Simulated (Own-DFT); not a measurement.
# A layer strained by its substrate: wurtzite AlGaN with randomly placed atoms, 96 atoms (Al12Ga36N48)

Calculated, not measured: single-point runs of Own-DFT, a retired in-house plane-wave DFT program that no person has reviewed, on unrelaxed cells, without spin or spin-orbit coupling.

Method: PBE; PseudoDojo norm-conserving scalar-relativistic files (stringent for Ga); cutoff 96 hartree; 3 x 4 x 3 k mesh centred on Gamma; Gaussian smearing of 0.01 eV.

Limits: k mesh not checked against a denser one; stress not checked against mesh or cutoff.

Unstrained cell vectors in Å: (12.679, 0.000, 0.000); (-4.755, 8.235, 0.000); (0.000, 0.000, 10.268). The unstrained cell has measured lattice constants (interpolated for alloys), not those of this functional. That, the random moves and any unrelaxed bonds set the pressure at no strain. Each run strains x and y alike by e, as a substrate would, and holds the height along z. Random moves of width 0.05 Å per axis were added to every atom. The random placing of the alloy's atoms differs from row to row. Stress is positive in tension.

```
e (%),u (Å),(s_xx + s_yy)/2 (GPa),s_zz (GPa)
-3.00,0.049,-26.07,-11.88
-2.25,0.051,?,?
-2.00,0.048,-18.22,-11.50
-1.75,0.052,-16.79,-11.78
-1.50,0.048,-15.40,-9.63
-0.50,0.049,-9.73,-7.36
1.00,0.053,-1.62,-5.83
1.75,0.049,2.24,-6.11
2.00,0.051,3.10,-5.70
2.50,0.050,5.24,-4.30
```

## Worked fit

With e as a fraction, the in-plane stress is -6.5 + 546 e - 3097 e² GPa (errors 6 and 449, scatter 0.33), and s_zz is -8.0 + 142 e GPa (slope ± 16, scatter 0.89). At e = 0 the first slope is C11 + C12 and the second 2 C13, both with the ions held to the strained lattice and at the cell's own pressure. The term in e² is negative: the layer stiffens under compression and softens under tension. A free layer would change its height as e changes, and the in-plane slope would drop by 2 C13²/C33 to the biaxial modulus. At fixed height, a misfit of 1 % moves the in-plane stress by about 5.5 GPa and s_zz by 1.4 GPa.

## Check

Q: what are the two stresses at e = -2.25 %?

Estimate: -20.4 and -11.2 GPa. The run itself gave -20.34 and -12.20 GPa.
